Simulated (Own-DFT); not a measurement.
GaP (zincblende, strained, atoms displaced) (calculated)

Computed with Own-DFT development build. A calculation, not a measurement: plane-wave PBE density functional theory by an unreviewed code, no spin, of a simulated periodic cell, stress positive in tension, free energy of the whole cell less one offset for each atom, forces on such cells passed a denser k mesh, this cell's mesh not checked; offsets are fitted by least squares, one for each functional and potential file, so energies compare only between cells with the same atoms and settings and are not formation energies; the far tail of each file's local potential was reset to the Coulomb form; each entry is a single point on an unrelaxed cell, so the pressure reflects the starting lattice, mostly measured values (interpolated for alloys), from which strain is counted, and rises with the displacements; printed positions are rounded, which can move forces by about a meV/angstrom; the program, named Own-DFT, is a retired in-house code; no spin-orbit coupling.

Settings shared by all entries: functional PBE; potential files PseudoDojo norm-conserving, scalar-relativistic, standard set; wave cutoff 42 hartree; occupations Fermi-Dirac; smearing width 0.1 eV; hardware one NVIDIA H100; k mesh 3 x 3 x 3 centred on Gamma.

```yaml
- entry: 1
  formula: GaP
  kind: "zincblende, strained, atoms displaced"
  structure:
    cell_angstrom: [[10.862, 0.0, 0.0], [0.0, 10.862, 0.0], [0.0, 0.0, 10.9361]]
    atoms_fractional:
      - [Ga, 0.99819, 0.99948, 0.00312]
      - [Ga, 0.00386, 0.25071, 0.25022]
      - [Ga, 0.25159, 0.00035, 0.24934]
      - [Ga, 0.25054, 0.24882, 0.99844]
      - [P, 0.12952, 0.12779, 0.12557]
      - [P, 0.12565, 0.37558, 0.37471]
      - [P, 0.37665, 0.12349, 0.37506]
      - [P, 0.3766, 0.37767, 0.12421]
      - [Ga, 0.00051, 0.9992, 0.4929]
      - [Ga, 0.0047, 0.2494, 0.74628]
      - [Ga, 0.25197, 0.00389, 0.75054]
      - [Ga, 0.25115, 0.25005, 0.50233]
      - [P, 0.12581, 0.12938, 0.62551]
      - [P, 0.12706, 0.3776, 0.87312]
      - [P, 0.37984, 0.12784, 0.87703]
      - [P, 0.37662, 0.3731, 0.62269]
      - [Ga, 5.0e-05, 0.50149, 0.00398]
      - [Ga, 0.00119, 0.75277, 0.2489]
      - [Ga, 0.25115, 0.49319, 0.25014]
      - [Ga, 0.24956, 0.75469, 0.0043]
      - [P, 0.11669, 0.6275, 0.12995]
      - [P, 0.12012, 0.87654, 0.37776]
      - [P, 0.37796, 0.62452, 0.37551]
      - [P, 0.37371, 0.87628, 0.12568]
      - [Ga, 0.00365, 0.49899, 0.49366]
      - [Ga, 0.99919, 0.74855, 0.7468]
      - [Ga, 0.25167, 0.50127, 0.75286]
      - [Ga, 0.24462, 0.75488, 0.49794]
      - [P, 0.12285, 0.62628, 0.62112]
      - [P, 0.12317, 0.87032, 0.87763]
      - [P, 0.37689, 0.62527, 0.87264]
      - [P, 0.37046, 0.87259, 0.62095]
      - [Ga, 0.50302, 0.99952, 0.99696]
      - [Ga, 0.49942, 0.25325, 0.24723]
      - [Ga, 0.74394, 0.00486, 0.25321]
      - [Ga, 0.75273, 0.24554, 0.9978]
      - [P, 0.62678, 0.12439, 0.12685]
      - [P, 0.62521, 0.37814, 0.37467]
      - [P, 0.872, 0.124, 0.36774]
      - [P, 0.87575, 0.37408, 0.12463]
      - [Ga, 0.50227, 0.00391, 0.49946]
      - [Ga, 0.50265, 0.2494, 0.75097]
      - [Ga, 0.74463, 0.99292, 0.74569]
      - [Ga, 0.75392, 0.24486, 0.50314]
      - [P, 0.62308, 0.12279, 0.62244]
      - [P, 0.6271, 0.37922, 0.87683]
      - [P, 0.87264, 0.12767, 0.87432]
      - [P, 0.8775, 0.37211, 0.62926]
      - [Ga, 0.49809, 0.50016, 0.99924]
      - [Ga, 0.49461, 0.74556, 0.25075]
      - [Ga, 0.74979, 0.50039, 0.24643]
      - [Ga, 0.75057, 0.75347, 0.99945]
      - [P, 0.62528, 0.62546, 0.12407]
      - [P, 0.62606, 0.87658, 0.38114]
      - [P, 0.87581, 0.62445, 0.3686]
      - [P, 0.8816, 0.87665, 0.1247]
      - [Ga, 0.49794, 0.49925, 0.49733]
      - [Ga, 0.50389, 0.74633, 0.74766]
      - [Ga, 0.75234, 0.49682, 0.74891]
      - [Ga, 0.74596, 0.75208, 0.49477]
      - [P, 0.62572, 0.62315, 0.62761]
      - [P, 0.62906, 0.87491, 0.87005]
      - [P, 0.87373, 0.62599, 0.8708]
      - [P, 0.87952, 0.87324, 0.62705]
  results:
    "free_energy_of_cell_above_offsets [eV]": "-34.816"
    "pressure [GPa]": 3.28
    "stress_xx [GPa]": -3.44
    "stress_yy [GPa]": -3.45
    "stress_zz [GPa]": -2.95
    "stress_yz [GPa]": 0.06
    "stress_xz [GPa]": 0.23
    "stress_xy [GPa]": 0.25
    force_element: [Ga, Ga, Ga, Ga, P, P, P, P, Ga, Ga, Ga, Ga, P, P, P, P, Ga, Ga, Ga, Ga, P, P, P, P, Ga, Ga, Ga, Ga, P, P, P, P, Ga, Ga, Ga, Ga, P, P, P, P, Ga, Ga, Ga, Ga, P, P, P, P, Ga, Ga, Ga, Ga, P, P, P, P, Ga, Ga, Ga, Ga, P, P, P, P]
    "force_x [eV/angstrom]": [0.436, -0.306, -0.248, 0.124, -0.38, 0.315, -0.151, -0.273, -0.6, -0.377, -0.18, 0.06, 0.005, -0.248, -0.297, -0.039, -0.247, -0.418, -0.16, -0.156, 1.547, 0.779, -1.151, 0.546, -0.728, 0.276, -0.032, 0.33, 0.379, 0.126, -0.249, 0.751, 0.086, 0.175, 0.428, -0.33, -0.493, 0.327, 0.669, -0.049, -0.663, 0.178, 0.966, -0.197, 0.34, -0.108, 0.507, 0.07, 0.269, 0.771, 0.035, 0.316, -0.154, -0.722, -0.221, -1.354, 0.409, -0.526, -0.075, 0.933, 0.22, -0.841, 0.157, -0.557]
    "force_y [eV/angstrom]": [0.547, 0.033, 0.008, 0.486, -0.358, -0.588, 0.432, -0.442, 0.678, 0.149, -0.5, -0.023, -0.89, -0.205, -0.299, 0.287, 0.004, 0.086, 1.021, -0.859, -0.458, -0.077, -0.035, 0.017, 0.234, -0.145, 0.048, -0.69, -0.362, 0.787, 0.408, 0.502, -0.124, -0.188, -1.08, 0.644, 0.261, -0.543, 0.377, -0.2, -0.624, 0.407, 0.898, 0.543, 0.275, -0.664, -0.839, 0.281, 0.311, 0.604, -0.12, -0.244, 0.265, 0.037, 0.19, 0.075, 0.081, 0.458, 0.277, -0.724, -0.218, -0.353, -0.187, 0.33]
    "force_z [eV/angstrom]": [-0.632, -0.188, 0.345, -0.008, -0.109, 0.11, -0.195, -0.303, 1.001, 0.847, 0.184, -0.392, -0.488, 0.446, -0.214, 0.471, -0.638, 0.474, -0.069, -0.236, -0.378, -1.039, 0.111, -0.02, 0.563, 0.393, -0.76, -0.059, 0.232, -0.442, 0.572, 0.505, 0.277, 0.388, -0.432, 0.352, -0.519, 0.095, 0.753, -0.034, 0.119, -0.099, -0.152, -0.351, 0.525, -0.028, -0.625, -0.93, -0.073, -0.139, 0.099, 0.062, -0.148, -1.159, 0.526, 0.489, 0.474, -0.022, 0.092, 0.842, -0.815, 0.671, 0.537, -0.863]
    "wall_time [s]": 508.8
- entry: 2
  formula: GaP
  kind: "zincblende, strained, atoms displaced"
  structure:
    cell_angstrom: [[10.862, 0.0, 0.0], [0.0, 10.862, 0.0], [0.0, 0.0, 10.9361]]
    atoms_fractional:
      - [Ga, 0.00338, 0.99694, 0.00232]
      - [Ga, 0.00185, 0.25066, 0.25393]
      - [Ga, 0.25146, 0.99775, 0.25584]
      - [Ga, 0.25182, 0.25149, 0.99764]
      - [P, 0.12441, 0.12513, 0.12885]
      - [P, 0.12303, 0.37139, 0.37784]
      - [P, 0.3728, 0.12621, 0.37443]
      - [P, 0.37628, 0.37678, 0.12474]
      - [Ga, 0.00031, 0.00023, 0.49921]
      - [Ga, 0.99839, 0.25326, 0.7478]
      - [Ga, 0.2499, 0.99995, 0.74739]
      - [Ga, 0.24826, 0.24843, 0.49943]
      - [P, 0.12802, 0.127, 0.6232]
      - [P, 0.1236, 0.37708, 0.87012]
      - [P, 0.37441, 0.12355, 0.88008]
      - [P, 0.37365, 0.37744, 0.62608]
      - [Ga, 0.00194, 0.49516, 0.99589]
      - [Ga, 0.99506, 0.74746, 0.25079]
      - [Ga, 0.2481, 0.50377, 0.24982]
      - [Ga, 0.25238, 0.75074, 0.00059]
      - [P, 0.12358, 0.62796, 0.12563]
      - [P, 0.12232, 0.87563, 0.37656]
      - [P, 0.37425, 0.6271, 0.37015]
      - [P, 0.37637, 0.87303, 0.12641]
      - [Ga, 0.99963, 0.50516, 0.50138]
      - [Ga, 0.9985, 0.75201, 0.74254]
      - [Ga, 0.25015, 0.50082, 0.74937]
      - [Ga, 0.25669, 0.75235, 0.49778]
      - [P, 0.12509, 0.62522, 0.62644]
      - [P, 0.12313, 0.87692, 0.87623]
      - [P, 0.37375, 0.62671, 0.87399]
      - [P, 0.37364, 0.87775, 0.6223]
      - [Ga, 0.50107, 0.99578, 0.00412]
      - [Ga, 0.4975, 0.24905, 0.2462]
      - [Ga, 0.74877, 0.99675, 0.24838]
      - [Ga, 0.74739, 0.24735, 0.99941]
      - [P, 0.62765, 0.12025, 0.12622]
      - [P, 0.62501, 0.37561, 0.37586]
      - [P, 0.87614, 0.12807, 0.37693]
      - [P, 0.87159, 0.37629, 0.12959]
      - [Ga, 0.49852, 0.00384, 0.50212]
      - [Ga, 0.49397, 0.25126, 0.7527]
      - [Ga, 0.75131, 0.00348, 0.75488]
      - [Ga, 0.74833, 0.25126, 0.49904]
      - [P, 0.62332, 0.12946, 0.62434]
      - [P, 0.62553, 0.37718, 0.87574]
      - [P, 0.87522, 0.12419, 0.87101]
      - [P, 0.87363, 0.3734, 0.62058]
      - [Ga, 0.50168, 0.49831, 0.99468]
      - [Ga, 0.50294, 0.75445, 0.24505]
      - [Ga, 0.75064, 0.50056, 0.25104]
      - [Ga, 0.74866, 0.75296, 0.00276]
      - [P, 0.62363, 0.62304, 0.12459]
      - [P, 0.62745, 0.87663, 0.37365]
      - [P, 0.8746, 0.62461, 0.37339]
      - [P, 0.87364, 0.88103, 0.13019]
      - [Ga, 0.49785, 0.50179, 0.50335]
      - [Ga, 0.49952, 0.74792, 0.7496]
      - [Ga, 0.75039, 0.49902, 0.74784]
      - [Ga, 0.7489, 0.75351, 0.49934]
      - [P, 0.62492, 0.62818, 0.62449]
      - [P, 0.62891, 0.8784, 0.8769]
      - [P, 0.87669, 0.62512, 0.87977]
      - [P, 0.87656, 0.87091, 0.62856]
  results:
    "free_energy_of_cell_above_offsets [eV]": "-35.214"
    "pressure [GPa]": 3.17
    "stress_xx [GPa]": -3.36
    "stress_yy [GPa]": -3.34
    "stress_zz [GPa]": -2.8
    "stress_yz [GPa]": -0.04
    "stress_xz [GPa]": 0.14
    "stress_xy [GPa]": 0.25
    force_element: [Ga, Ga, Ga, Ga, P, P, P, P, Ga, Ga, Ga, Ga, P, P, P, P, Ga, Ga, Ga, Ga, P, P, P, P, Ga, Ga, Ga, Ga, P, P, P, P, Ga, Ga, Ga, Ga, P, P, P, P, Ga, Ga, Ga, Ga, P, P, P, P, Ga, Ga, Ga, Ga, P, P, P, P, Ga, Ga, Ga, Ga, P, P, P, P]
    "force_x [eV/angstrom]": [-0.386, -0.39, -0.311, -0.51, 0.377, 0.322, 0.395, -0.288, -0.184, 0.088, -0.107, 0.34, -0.549, 0.404, 0.151, -0.152, -0.311, 0.388, -0.183, -0.408, -0.077, 0.17, 0.532, -0.417, 0.064, 0.436, -0.095, -0.811, 0.439, 0.37, 0.108, 0.47, 0.006, 0.425, 0.305, 0.368, -0.485, -0.443, -0.416, 0.546, 0.279, 0.401, -0.297, -0.012, 0.084, 0.041, 0.563, 0.082, -0.306, 0.115, -0.403, 0.324, 0.143, -0.598, -0.288, 0.389, 0.131, 0.133, 0.236, 0.253, 0.095, -0.63, -0.189, -0.728]
    "force_y [eV/angstrom]": [0.623, -0.029, 0.045, 0.034, 0.051, 0.957, 0.032, 0.181, 0.105, -0.343, 0.185, 0.375, -0.233, -0.472, -0.292, -0.322, 0.383, 0.509, -0.503, 0.05, -0.318, -0.482, -0.004, 0.414, -0.485, -0.663, 0.168, -0.275, 0.326, -0.468, -0.218, -0.24, 0.309, 0.015, 0.832, 0.172, 0.474, 0.057, -0.532, -0.485, -0.058, -0.03, -0.265, -0.148, -0.293, -0.53, 0.413, 0.48, 0.355, -0.579, 0.041, -0.24, 0.165, 0.083, 0.123, -0.899, 0.092, 0.672, 0.292, -0.266, -0.267, -0.46, 0.204, 1.179]
    "force_z [eV/angstrom]": [0.039, -0.412, -0.503, 0.419, -0.317, -0.087, 0.092, -0.232, 0.35, -0.188, 0.467, 0.052, 0.37, 0.295, -0.441, -0.183, 0.773, -0.102, 0.058, -0.053, -0.364, -0.13, 0.345, -0.041, -0.159, 1.369, 0.001, -0.037, -0.409, -0.46, 0.098, 0.483, -0.238, 0.298, 0.786, 0.11, -0.098, -0.168, -0.163, -0.652, -0.373, 0.062, -0.922, -0.145, 0.466, -0.448, 0.85, 0.284, 0.48, 0.511, 0.039, 0.132, -0.099, 0.336, 0.488, -0.698, -0.514, 0.086, 0.225, -0.017, -0.02, -0.276, -0.674, -0.742]
    "wall_time [s]": 498.3
- entry: 3
  formula: GaP
  kind: "zincblende, strained, atoms displaced"
  structure:
    cell_angstrom: [[10.862, 0.0, 0.0], [0.0, 10.862, 0.0], [0.0, 0.0, 10.9361]]
    atoms_fractional:
      - [Ga, 0.99759, 0.9985, 0.99964]
      - [Ga, 0.00303, 0.24831, 0.25182]
      - [Ga, 0.24272, 0.99555, 0.25217]
      - [Ga, 0.2484, 0.25132, 0.00061]
      - [P, 0.12435, 0.12345, 0.1244]
      - [P, 0.12484, 0.37558, 0.37449]
      - [P, 0.37754, 0.1242, 0.37674]
      - [P, 0.37415, 0.37195, 0.12473]
      - [Ga, 0.99888, 0.00247, 0.50055]
      - [Ga, 0.00452, 0.25101, 0.75293]
      - [Ga, 0.24871, 0.00301, 0.75487]
      - [Ga, 0.24983, 0.24803, 0.49843]
      - [P, 0.12343, 0.12719, 0.62292]
      - [P, 0.12781, 0.37929, 0.87653]
      - [P, 0.3721, 0.12883, 0.87342]
      - [P, 0.3734, 0.37878, 0.62234]
      - [Ga, 0.00238, 0.49686, 0.99792]
      - [Ga, 0.99726, 0.75619, 0.24943]
      - [Ga, 0.25024, 0.5023, 0.24865]
      - [Ga, 0.25493, 0.75314, 0.99964]
      - [P, 0.12482, 0.62197, 0.12461]
      - [P, 0.12327, 0.87398, 0.37259]
      - [P, 0.37447, 0.62656, 0.37496]
      - [P, 0.378, 0.87666, 0.1269]
      - [Ga, 0.99917, 0.5018, 0.49895]
      - [Ga, 0.00039, 0.75034, 0.74622]
      - [Ga, 0.25082, 0.50489, 0.74894]
      - [Ga, 0.24949, 0.74672, 0.4961]
      - [P, 0.12251, 0.62357, 0.62523]
      - [P, 0.12424, 0.87757, 0.8725]
      - [P, 0.36893, 0.62373, 0.87445]
      - [P, 0.37416, 0.87326, 0.62812]
      - [Ga, 0.50221, 0.0018, 0.99817]
      - [Ga, 0.50155, 0.25369, 0.24998]
      - [Ga, 0.74655, 0.99813, 0.24842]
      - [Ga, 0.74799, 0.24888, 0.00043]
      - [P, 0.62173, 0.12657, 0.13187]
      - [P, 0.62464, 0.37443, 0.37609]
      - [P, 0.87263, 0.12717, 0.37312]
      - [P, 0.87403, 0.37626, 0.12652]
      - [Ga, 0.49478, 0.99885, 0.50405]
      - [Ga, 0.49995, 0.24796, 0.74499]
      - [Ga, 0.74796, 0.00244, 0.75046]
      - [Ga, 0.75071, 0.25058, 0.49626]
      - [P, 0.62111, 0.12421, 0.62965]
      - [P, 0.62937, 0.37405, 0.87286]
      - [P, 0.87616, 0.1285, 0.87535]
      - [P, 0.87314, 0.37821, 0.62869]
      - [Ga, 0.49956, 0.49882, 0.99917]
      - [Ga, 0.49335, 0.74898, 0.25089]
      - [Ga, 0.7522, 0.49724, 0.24501]
      - [Ga, 0.74724, 0.75669, 0.00078]
      - [P, 0.61999, 0.62466, 0.12568]
      - [P, 0.62355, 0.8757, 0.36936]
      - [P, 0.87442, 0.62961, 0.37737]
      - [P, 0.87771, 0.87487, 0.12455]
      - [Ga, 0.5034, 0.50592, 0.4987]
      - [Ga, 0.50359, 0.75039, 0.75421]
      - [Ga, 0.74792, 0.50273, 0.74471]
      - [Ga, 0.75142, 0.75398, 0.49458]
      - [P, 0.62022, 0.62892, 0.63265]
      - [P, 0.62215, 0.8711, 0.874]
      - [P, 0.87712, 0.62499, 0.87717]
      - [P, 0.87493, 0.87606, 0.62421]
  results:
    "stress_xx [GPa]": null
```

To be estimated
1. What stress xx does the calculation give for GaP (zincblende, strained, atoms displaced) (entry 3)?
2. Give the table of force values for GaP (zincblende, strained, atoms displaced) (entry 3).

## Answers
1. -3.34 GPa
2. 
Force:
```csv
element,x (eV/Å),y (eV/Å),z (eV/Å)
Ga,0.235,0.291,-0.228
Ga,-0.295,0.263,-0.271
Ga,0.956,0.633,-0.286
Ga,-0.011,-0.154,0.023
P,-0.046,0.006,-0.036
P,0.133,0.096,0.075
P,-0.466,-0.035,-0.459
P,0.084,0.425,0.1
Ga,-0.101,-0.074,-0.213
Ga,-0.269,0.331,-0.221
Ga,-0.01,-0.079,-0.701
Ga,0.126,0.332,0.013
P,0.24,-0.186,0.325
P,0.112,-0.436,-0.38
P,0.449,-0.101,0.319
P,0.198,-0.158,0.001
Ga,-0.433,0.331,0.391
Ga,0.336,-1.05,-0.036
Ga,0.021,-0.356,0.076
Ga,-0.643,-0.057,0.213
P,-0.094,0.816,-0.058
P,-0.199,0.004,0.784
P,-0.023,-0.409,-0.037
P,-0.444,0.267,-0.272
Ga,-0.164,-0.278,0.084
Ga,-0.172,-0.009,0.446
Ga,-0.198,-0.509,-0.259
Ga,-0.191,0.35,0.64
P,0.289,0.245,-0.342
P,-0.038,-0.397,0.368
P,0.998,0.333,0.217
P,-0.327,-0.12,0.012
Ga,-0.31,0.18,0.137
Ga,-0.523,-0.16,0.394
Ga,0.501,0.217,-0.001
Ga,0.083,0.086,0.311
P,0.374,-0.165,-0.998
P,0.178,0.532,-0.15
P,0.164,-0.503,-0.017
P,0.573,-0.63,-0.466
Ga,0.514,-0.134,-0.195
Ga,-0.36,0.849,0.564
Ga,0.267,-0.227,0.147
Ga,-0.146,-0.015,0.847
P,0.596,-0.129,-1.067
P,-0.649,0.077,-0.046
P,-0.182,-0.406,0.08
P,0.359,-0.492,-0.608
Ga,-0.05,-0.171,-0.272
Ga,0.611,0.063,-0.164
Ga,-0.421,0.667,0.692
Ga,0.271,-0.969,0.136
P,0.399,0.18,-0.046
P,-0.405,-0.094,0.737
P,0.038,-0.572,-0.686
P,-0.739,0.399,-0.081
Ga,-0.219,-0.314,0.281
Ga,-1.302,-0.195,-0.072
Ga,0.27,0.108,0.823
Ga,-0.618,-0.023,0.673
P,0.76,0.027,-1.331
P,0.531,1.071,0.315
P,-0.406,0.256,-0.256
P,-0.215,0.171,0.033
```

Further results for GaP (zincblende, strained, atoms displaced) (entry 3):

* free energy of cell above offsets: -35.097 eV
* pressure: 3.18 GPa
* stress yy: -3.36 GPa
* stress zz: -2.83 GPa
* stress yz: -0.22 GPa
* stress xz: -0.01 GPa
* stress xy: 0.39 GPa
* wall time: 497.5 s
